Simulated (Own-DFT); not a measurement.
Simulation results for GaN (wurtzite, strained, atoms displaced)

All values are calculated (Own-DFT development build). A calculation, not a measurement: plane-wave PBE density functional theory by an unreviewed code, no spin, of a simulated periodic cell, stress positive in tension, free energy of the whole cell less one offset for each atom, forces on such cells passed a denser k mesh, this cell's mesh not checked; offsets are fitted by least squares, one for each functional and potential file, so energies compare only between cells with the same atoms and settings and are not formation energies; the far tail of each file's local potential was reset to the Coulomb form; each entry is a single point on an unrelaxed cell, so the pressure reflects the starting lattice, mostly measured values (interpolated for alloys), from which strain is counted, and rises with the displacements; printed positions are rounded, which can move forces by about a meV/angstrom; the program, named Own-DFT, is a retired in-house code; no spin-orbit coupling.

Settings shared by all entries: functional PBE; potential files PseudoDojo norm-conserving, scalar-relativistic, standard set with the stringent files for Ga; wave cutoff 96 hartree; occupations Gaussian; smearing width 0.01 eV; k mesh 3 x 4 x 3 centred on Gamma.

(1) GaN (wurtzite, strained, atoms displaced)

```
cell vectors (Å)
  12.7560     0.0000     0.0000
  -4.7835     8.2853     0.0000
   0.0000     0.0000    10.2144
atoms (fractions of the cell vectors)
Ga  0.08284  0.22851  0.00718
Ga  0.16376  0.11552  0.25478
N   0.08396  0.22690  0.19557
N   0.16471  0.10272  0.43777
Ga  0.08669  0.21793  0.49983
Ga  0.17272  0.12175  0.74795
N   0.08087  0.22353  0.69204
N   0.16343  0.10590  0.94059
Ga  0.08326  0.56011  0.00046
Ga  0.16187  0.44796  0.25818
N   0.08059  0.55701  0.19241
N   0.16386  0.44855  0.44075
Ga  0.08044  0.55439  0.49601
Ga  0.18042  0.45722  0.75300
N   0.09035  0.56516  0.69827
N   0.17286  0.44458  0.94517
Ga  0.08456  0.89379  0.00277
Ga  0.16104  0.77866  0.25138
N   0.07824  0.88556  0.19190
N   0.17071  0.77516  0.44151
Ga  0.08363  0.89159  0.49823
Ga  0.16592  0.77709  0.75691
N   0.08999  0.89849  0.68545
N   0.16926  0.78208  0.93872
Ga  0.33529  0.21816  0.00332
Ga  0.41805  0.10781  0.24995
N   0.33808  0.21872  0.19316
N   0.41244  0.09803  0.42949
Ga  0.33459  0.22926  0.49310
Ga  0.41252  0.10470  0.75583
N   0.32499  0.22052  0.68346
N   0.41573  0.11374  0.94015
Ga  0.32969  0.55005  0.00277
Ga  0.41691  0.43738  0.25105
N   0.33204  0.55274  0.18867
N   0.42193  0.44357  0.43868
Ga  0.33807  0.56897  0.49523
Ga  0.41677  0.43633  0.74408
N   0.33594  0.56130  0.69302
N   0.41923  0.44287  0.93476
Ga  0.33696  0.88920  0.99427
Ga  0.41616  0.78418  0.24878
N   0.34112  0.89262  0.19073
N   0.41830  0.78881  0.44429
Ga  0.33479  0.88744  0.50400
Ga  0.41421  0.77668  0.75006
N   0.34032  0.89927  0.67653
N   0.41854  0.77654  0.94907
Ga  0.57837  0.21350  0.00140
Ga  0.66059  0.10888  0.25605
N   0.58172  0.21531  0.18576
N   0.66994  0.11810  0.44343
Ga  0.59061  0.23619  0.49764
Ga  0.67053  0.10948  0.74613
N   0.57746  0.21388  0.67818
N   0.66210  0.10508  0.93489
Ga  0.58186  0.55026  0.99952
Ga  0.66834  0.44772  0.25585
N   0.58330  0.54766  0.19541
N   0.67529  0.45735  0.44315
Ga  0.59209  0.57116  0.50455
Ga  0.66741  0.44639  0.74659
N   0.58572  0.56011  0.69362
N   0.65978  0.44131  0.93338
Ga  0.58749  0.89650  0.99166
Ga  0.66825  0.78756  0.25337
N   0.58242  0.87901  0.18302
N   0.67254  0.78437  0.44005
Ga  0.58224  0.89253  0.50553
Ga  0.66647  0.77419  0.75343
N   0.59082  0.89664  0.69237
N   0.68188  0.78885  0.94008
Ga  0.82830  0.22107  0.00108
Ga  0.92173  0.10729  0.24744
N   0.83535  0.21666  0.18742
N   0.92221  0.11869  0.42835
Ga  0.82758  0.21473  0.50736
Ga  0.91767  0.11180  0.75197
N   0.83290  0.22289  0.68531
N   0.91460  0.10712  0.93581
Ga  0.82995  0.54935  0.00076
Ga  0.92063  0.43985  0.25165
N   0.82848  0.55123  0.18820
N   0.92241  0.44702  0.44501
Ga  0.82673  0.56000  0.50295
Ga  0.91040  0.43943  0.75385
N   0.84055  0.55257  0.69283
N   0.91339  0.44292  0.93640
Ga  0.83298  0.88282  0.99344
Ga  0.92258  0.78432  0.24477
N   0.83092  0.89386  0.19190
N   0.91297  0.77163  0.43798
Ga  0.83392  0.87988  0.49785
Ga  0.92916  0.78951  0.74885
N   0.83725  0.89808  0.68429
N   0.92068  0.78749  0.93219
```

Results for GaN (wurtzite, strained, atoms displaced): free energy of cell above offsets -3.577 eV; pressure 10.32 GPa; stress xx -8.48 GPa; stress yy -8.06 GPa; stress zz -14.41 GPa; stress yz 0.05 GPa; stress xz -0.36 GPa; stress xy -0.93 GPa.

Force:
| element | x (eV/Å) | y (eV/Å) | z (eV/Å) |
| --- | --- | --- | --- |
| Ga | 0.221 | -1.123 | -1.008 |
| Ga | 1.232 | -0.24 | -1.197 |
| N | 0.691 | 0.273 | -0.73 |
| N | 0.086 | 1.531 | 0.149 |
| Ga | -1.46 | 0.672 | 0.407 |
| Ga | -2.006 | -1.323 | 1.005 |
| N | 0.913 | 0.99 | -0.428 |
| N | 0.35 | 1.627 | 0.149 |
| Ga | 0.342 | -0.671 | -0.211 |
| Ga | 1.212 | 0.231 | -1.182 |
| N | 0.566 | 0.521 | -0.956 |
| N | 1.827 | -0.463 | 0.824 |
| Ga | 0.507 | 0.81 | 2.139 |
| Ga | -2.558 | -1.733 | 0.066 |
| N | -0.304 | -1.581 | -0.81 |
| N | -2.016 | 0.071 | -0.742 |
| Ga | -0.083 | -0.591 | -0.423 |
| Ga | 1.711 | 0.316 | 0.385 |
| N | 1.426 | 1.637 | -0.648 |
| N | -1.145 | 0.49 | -0.51 |
| Ga | 0.662 | -1.7 | 0.265 |
| Ga | 0.074 | 1.06 | -1.978 |
| N | 0.44 | -0.229 | 0.432 |
| N | -0.068 | -0.006 | 1.304 |
| Ga | -1.56 | 0.742 | 0.021 |
| Ga | -0.013 | 0.044 | -0.412 |
| N | -1.555 | -0.289 | -0.454 |
| N | 0.046 | 2.342 | 1.993 |
| Ga | 1.03 | -1.873 | 0.266 |
| Ga | 0.104 | 1.226 | -1.811 |
| N | 2.547 | 0.627 | -0.261 |
| N | 0.518 | -0.967 | -0.242 |
| Ga | 1.784 | 0.684 | 0.274 |
| Ga | -0.421 | 1.063 | -0.474 |
| N | -0.091 | -0.01 | 1.35 |
| N | -0.656 | 1.538 | 0.629 |
| Ga | -0.045 | -1.48 | 0.366 |
| Ga | -0.451 | 0.899 | 0.607 |
| N | 1.733 | -0.065 | -1.405 |
| N | -0.692 | -0.233 | 0.395 |
| Ga | -0.393 | -0.083 | 1.515 |
| Ga | 1.499 | -1.427 | 0.084 |
| N | -2.407 | -0.622 | -1.363 |
| N | 1.633 | -0.993 | -1.181 |
| Ga | -1.327 | 0.751 | -2.427 |
| Ga | 0.603 | 1.254 | 0.52 |
| N | -0.407 | -1.308 | 4.516 |
| N | -0.05 | -0.187 | -1.884 |
| Ga | 0.553 | 1.199 | -0.673 |
| Ga | 1.696 | -0.385 | -0.993 |
| N | 0.03 | 1.079 | 0.872 |
| N | -0.756 | -0.877 | -0.543 |
| Ga | -1.191 | -1.583 | -0.619 |
| Ga | -1.185 | 1.101 | 0.189 |
| N | 0.176 | 1.024 | 2.202 |
| N | -0.062 | 1.876 | -0.219 |
| Ga | -0.135 | 1.108 | 0.72 |
| Ga | 0.22 | -0.682 | -0.905 |
| N | -0.627 | 1.239 | -0.861 |
| N | -2.272 | -1.383 | -0.555 |
| Ga | -0.639 | -1.24 | -0.496 |
| Ga | 0.684 | -0.835 | -0.015 |
| N | -0.091 | -0.618 | -0.861 |
| N | 1.353 | -0.56 | 0.663 |
| Ga | 0.845 | -2.018 | 1.23 |
| Ga | 0.655 | -1.507 | -0.652 |
| N | -1.149 | 1.451 | 0.604 |
| N | -1.443 | 0.104 | 0.234 |
| Ga | 0.659 | 0.313 | -0.427 |
| Ga | 0.63 | 1.481 | -0.141 |
| N | -0.646 | -2.026 | 0.02 |
| N | -3.777 | -2.519 | -0.643 |
| Ga | 0.854 | -0.441 | -0.123 |
| Ga | -1.612 | 0.483 | -0.147 |
| N | -0.946 | 0.312 | 0.445 |
| N | -0.191 | -0.954 | 2.455 |
| Ga | 2.035 | 1.293 | -2.349 |
| Ga | -0.112 | 0.407 | -0.546 |
| N | 0.462 | -0.066 | 1.879 |
| N | -0.077 | 1.043 | 1.253 |
| Ga | -0.694 | 0.76 | -0.548 |
| Ga | -1.779 | -0.552 | 0.588 |
| N | 1.157 | 0.573 | 0.236 |
| N | -2.341 | -1.01 | -0.756 |
| Ga | 4.01 | 0.011 | 0.75 |
| Ga | 2.322 | 0.197 | -0.977 |
| N | -2.463 | 1.497 | -0.634 |
| N | 0.536 | -0.015 | 1.27 |
| Ga | 1.517 | 2.09 | 1.905 |
| Ga | -2.689 | -1.854 | 0.786 |
| N | 1.446 | -1.253 | -1.092 |
| N | 1.067 | 0.86 | -0.472 |
| Ga | -0.184 | 2.493 | 0 |
| Ga | -1.133 | -0.702 | -0.741 |
| N | 0.25 | -1.522 | 0.451 |
| N | 0.984 | -1.601 | 1.314 |

(2) GaN (wurtzite, strained, atoms displaced)

```
cell vectors (Å)
  12.7560     0.0000     0.0000
  -4.7835     8.2853     0.0000
   0.0000     0.0000    10.2144
atoms (fractions of the cell vectors)
Ga  0.08669  0.22834  0.99967
Ga  0.15956  0.11821  0.25551
N   0.07902  0.21767  0.19578
N   0.17423  0.10598  0.44105
Ga  0.08119  0.21583  0.50847
Ga  0.17155  0.11211  0.74904
N   0.08534  0.22078  0.68175
N   0.17832  0.12304  0.94179
Ga  0.08538  0.56525  0.00377
Ga  0.16326  0.44412  0.25395
N   0.07865  0.56208  0.18097
N   0.16320  0.43687  0.44120
Ga  0.08771  0.56803  0.50629
Ga  0.16641  0.43432  0.74887
N   0.08060  0.55258  0.69013
N   0.16770  0.45244  0.94320
Ga  0.08603  0.89063  0.99625
Ga  0.17342  0.78507  0.25189
N   0.07633  0.88787  0.18999
N   0.16806  0.77365  0.43307
Ga  0.07736  0.88219  0.49975
Ga  0.17271  0.77339  0.74897
N   0.07686  0.87720  0.68298
N   0.16845  0.78879  0.93845
Ga  0.33317  0.21800  0.99614
Ga  0.40657  0.09948  0.25626
N   0.33228  0.22207  0.18601
N   0.41636  0.11735  0.43908
Ga  0.33237  0.22268  0.49392
Ga  0.41981  0.10397  0.74840
N   0.33134  0.21771  0.67311
N   0.41617  0.11351  0.94514
Ga  0.33436  0.55568  0.01151
Ga  0.42488  0.45630  0.25614
N   0.32853  0.55162  0.19045
N   0.41770  0.44468  0.44831
Ga  0.33671  0.55993  0.50133
Ga  0.41591  0.44877  0.74129
N   0.33184  0.55600  0.68711
N   0.41647  0.44403  0.94028
Ga  0.33990  0.89585  0.99342
Ga  0.41884  0.77364  0.25741
N   0.33351  0.89188  0.19830
N   0.41735  0.77921  0.43148
Ga  0.33578  0.87644  0.50128
Ga  0.42446  0.78392  0.75197
N   0.33148  0.88982  0.69709
N   0.42001  0.78374  0.93570
Ga  0.57905  0.21428  0.00236
Ga  0.66947  0.11519  0.25490
N   0.58776  0.22494  0.18925
N   0.66805  0.10445  0.43856
Ga  0.58049  0.22084  0.50237
Ga  0.66501  0.11588  0.75023
N   0.58441  0.21633  0.68408
N   0.66677  0.09478  0.93542
Ga  0.58280  0.55889  0.00522
Ga  0.66829  0.44395  0.26263
N   0.58057  0.54825  0.18493
N   0.66893  0.44560  0.43737
Ga  0.58925  0.56451  0.50435
Ga  0.67365  0.45099  0.74970
N   0.58913  0.56959  0.69851
N   0.66480  0.43636  0.93877
Ga  0.58828  0.89881  0.00305
Ga  0.66479  0.76849  0.25554
N   0.58067  0.89175  0.18536
N   0.66410  0.76992  0.44509
Ga  0.58456  0.90108  0.49925
Ga  0.67010  0.77810  0.75059
N   0.58555  0.89221  0.69179
N   0.66840  0.77832  0.94393
Ga  0.83044  0.21852  0.00102
Ga  0.91664  0.11260  0.25908
N   0.83046  0.21397  0.19168
N   0.90837  0.10725  0.44129
Ga  0.83198  0.22124  0.50611
Ga  0.91779  0.11689  0.74896
N   0.82977  0.21321  0.68666
N   0.91660  0.10864  0.94050
Ga  0.83268  0.55205  0.00186
Ga  0.92614  0.45479  0.24482
N   0.83370  0.55753  0.19322
N   0.92198  0.45024  0.44307
Ga  0.82874  0.56078  0.50994
Ga  0.92075  0.44835  0.74734
N   0.83173  0.55177  0.68814
N   0.91803  0.44178  0.93347
Ga  0.83545  0.88886  0.99885
Ga  0.91026  0.76651  0.25033
N   0.83865  0.88731  0.17966
N   0.91683  0.77638  0.43504
Ga  0.83537  0.89175  0.49891
Ga  0.91656  0.78148  0.75425
N   0.83239  0.88877  0.68124
N   0.91303  0.77887  0.92730
```

It finds free energy of cell above offsets -2.973 eV; pressure 10.56 GPa; stress xx -7.1 GPa; stress yy -7.52 GPa; stress zz -17.05 GPa; stress yz 0.91 GPa; stress xz 0.4 GPa; stress xy -1.24 GPa.

Force:
| element | x (eV/Å) | y (eV/Å) | z (eV/Å) |
| --- | --- | --- | --- |
| Ga | -0.223 | -0.465 | 0.529 |
| Ga | 2.584 | -1.429 | -0.625 |
| N | -1.022 | 1.633 | -1.172 |
| N | -2.794 | -0.459 | -0.188 |
| Ga | 0.227 | 0.02 | -3.567 |
| Ga | -0.046 | -0.846 | -0.255 |
| N | -0.19 | -0.51 | 3.308 |
| N | -2.646 | -1.663 | -1.411 |
| Ga | 0.001 | -0.316 | -2.249 |
| Ga | -0.365 | -0.138 | -0.284 |
| N | 2.411 | 0.488 | 1.808 |
| N | 0.138 | 0.954 | 0.401 |
| Ga | 0.086 | -2.089 | -1.075 |
| Ga | -0.566 | 1.412 | 0.652 |
| N | 1.57 | 0.27 | 0.461 |
| N | 0.359 | -0.389 | -0.563 |
| Ga | -1.476 | 0.693 | 1.002 |
| Ga | -1.935 | -0.328 | -1.29 |
| N | 1.081 | 0.289 | -0.227 |
| N | 0.127 | 1.055 | 1.701 |
| Ga | 1.141 | 0.517 | -0.779 |
| Ga | -2.295 | -0.165 | 0.551 |
| N | 0.906 | 0.909 | 1.368 |
| N | 1.273 | -0.943 | -0.279 |
| Ga | 0.707 | 2.12 | 1.605 |
| Ga | 0.482 | 2.677 | -1.029 |
| N | -0.305 | 0.357 | 1.177 |
| N | 1.243 | -1.435 | 0.846 |
| Ga | 0.65 | 0.176 | -0.39 |
| Ga | -1.31 | 1.912 | 0.268 |
| N | 0.836 | 0.555 | 3.291 |
| N | 0.925 | -0.277 | -1.854 |
| Ga | 0.205 | 0.277 | -2.599 |
| Ga | -0.955 | -2.27 | -0.345 |
| N | 0.381 | 0.53 | 1.753 |
| N | 0.389 | 1.095 | -0.939 |
| Ga | -0.605 | -0.952 | -0.521 |
| Ga | 0.867 | -0.861 | 1.282 |
| N | -0.239 | 0.773 | 0.34 |
| N | -0.222 | 0.271 | -0.677 |
| Ga | -0.61 | -1.086 | 1.571 |
| Ga | -0.667 | 0.634 | -3.493 |
| N | 1.326 | -1.499 | -2.016 |
| N | 1.019 | -0.414 | 3.023 |
| Ga | -2.133 | 1.969 | 0.175 |
| Ga | -0.555 | -1.002 | -0.135 |
| N | 1.725 | -0.74 | -1.79 |
| N | 0.139 | -0.684 | 1.249 |
| Ga | 1.004 | 0.863 | 0.178 |
| Ga | -0.493 | -0.444 | -1.079 |
| N | -0.683 | -0.417 | 0.796 |
| N | -0.894 | 2.192 | 0.324 |
| Ga | 0.294 | 0.035 | -1.485 |
| Ga | 1.468 | -0.907 | 0.201 |
| N | -1.039 | 1.257 | 1.042 |
| N | -1.058 | 3.786 | -0.366 |
| Ga | 0.405 | -0.663 | -2.047 |
| Ga | -0.066 | -0.572 | -3.485 |
| N | 0.771 | 0.829 | 2.026 |
| N | -0.64 | -0.195 | 2.817 |
| Ga | -0.355 | -2.13 | 0.88 |
| Ga | -1.441 | -0.973 | 0.819 |
| N | 0.253 | -2.808 | -1.526 |
| N | -0.04 | 0.445 | 0.132 |
| Ga | 0.204 | -3.318 | -0.008 |
| Ga | 0.158 | 1.34 | -1.364 |
| N | 0.815 | -0.624 | 1.836 |
| N | -0.419 | 2.274 | -1.094 |
| Ga | 0.933 | -2.546 | 0.979 |
| Ga | -0.422 | 1.94 | 1.104 |
| N | 0.098 | -0.008 | -0.945 |
| N | -0.268 | 0.106 | -0.575 |
| Ga | 0.565 | 0.194 | 0.042 |
| Ga | -0.247 | -1.006 | -1.656 |
| N | 0.332 | 1.502 | -0.327 |
| N | 1.386 | 0.489 | 0.59 |
| Ga | -0.027 | 1.161 | -1.505 |
| Ga | 0.409 | -1.199 | 0.411 |
| N | -0.332 | 1.413 | 1.265 |
| N | 0.419 | 0.871 | -0.61 |
| Ga | -0.286 | 0.107 | -0.447 |
| Ga | -1.951 | -1.893 | 1.796 |
| N | -0.025 | -1.667 | -0.983 |
| N | -0.837 | -0.386 | -0.32 |
| Ga | 1.687 | -0.359 | -2.268 |
| Ga | -0.819 | -1.092 | 0.024 |
| N | 0.491 | 0.715 | 1.156 |
| N | -0.346 | 0.217 | 1.055 |
| Ga | -0.385 | -0.062 | -0.483 |
| Ga | 0.385 | 2.054 | -0.458 |
| N | -1.248 | -0.058 | 2.636 |
| N | -0.855 | -0.029 | 0.847 |
| Ga | -0.086 | -0.786 | -0.523 |
| Ga | -0.03 | -0.27 | -2.869 |
| N | 0.451 | 0.463 | 1.501 |
| N | 1.123 | -0.463 | 3.36 |
